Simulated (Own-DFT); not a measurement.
# What random displacements cost in grey tin, 64 atoms (Sn64)

All numbers below are calculated, not measured. The program, named Own-DFT, is a retired in-house plane-wave density functional code that no person has reviewed. Each row is one single-point run on a periodic cell that was not relaxed, without spin or spin-orbit coupling.

Settings of every run: PBE; PseudoDojo norm-conserving scalar-relativistic files; cutoff 42 hartree; 3 x 3 x 3 k mesh centred on Gamma; cold (Marzari-Vanderbilt) smearing of 0.2 eV.

Known limits: forces on such cells moved up to 12 meV/angstrom on a denser k mesh; stress not checked against mesh or cutoff.

Cell vectors in Å: (12.978, 0.000, 0.000); (0.000, 12.978, 0.000); (0.000, 0.000, 12.978). In each run every atom was moved at random and independently from its ideal site; u is the rms move along one axis. E is the free energy for each atom above the fitted value at u = 0, and F the rms of the force components.

| run | u (Å) | E (meV/atom) | F (eV/Å) | largest force (eV/Å) | P (GPa) |
|---|---|---|---|---|---|
| 1 | 0.0195 | 4.6 | 0.204 | 0.69 | 3.38 |
| 2 | 0.0195 | 4.8 | 0.205 | 0.67 | 3.38 |
| 3 | 0.0205 | 5.9 | 0.234 | 0.83 | 3.39 |
| 4 | 0.0459 | 27.8 | 0.511 | 1.71 | 3.60 |
| 5 | 0.0480 | ? | ? | ? | ? |
| 6 | 0.0968 | 115.7 | 1.073 | 4.35 | 4.33 |
| 7 | 0.1003 | 152.9 | 1.336 | 5.74 | 4.81 |
| 8 | 0.1073 | 129.6 | 1.146 | 5.10 | 4.49 |
| 9 | 0.1337 | 198.9 | 1.412 | 5.33 | 5.21 |

## Worked fit

For small independent moves the energy grows as E = (3/2) K u², with K the mean stiffness felt by one atom. The runs with u up to 0.11 Å give K = 8.7 ± 0.5 eV/Å², with residuals divided by u² + 0.0006 Å², since the noise grows with the moves. The scatter is 3.9 meV/atom at u = 0.05 Å. The forces follow F = G u with G = 11.3 eV/Å²; no force at u = 0 is resolved. G exceeds K because the moves of its neighbours add to the force on an atom, and stiffness differs between atoms. The pressure follows P = 3.34 + 116 u² GPa: at fixed volume, shortened bonds push harder than stretched ones pull.

## Withheld run

Question: what energy and rms force should run 5 give?

The fit gives 30 ± 4 meV/atom and about 0.54 eV/Å. The calculation gave 30.3 meV/atom and 0.534 eV/Å.
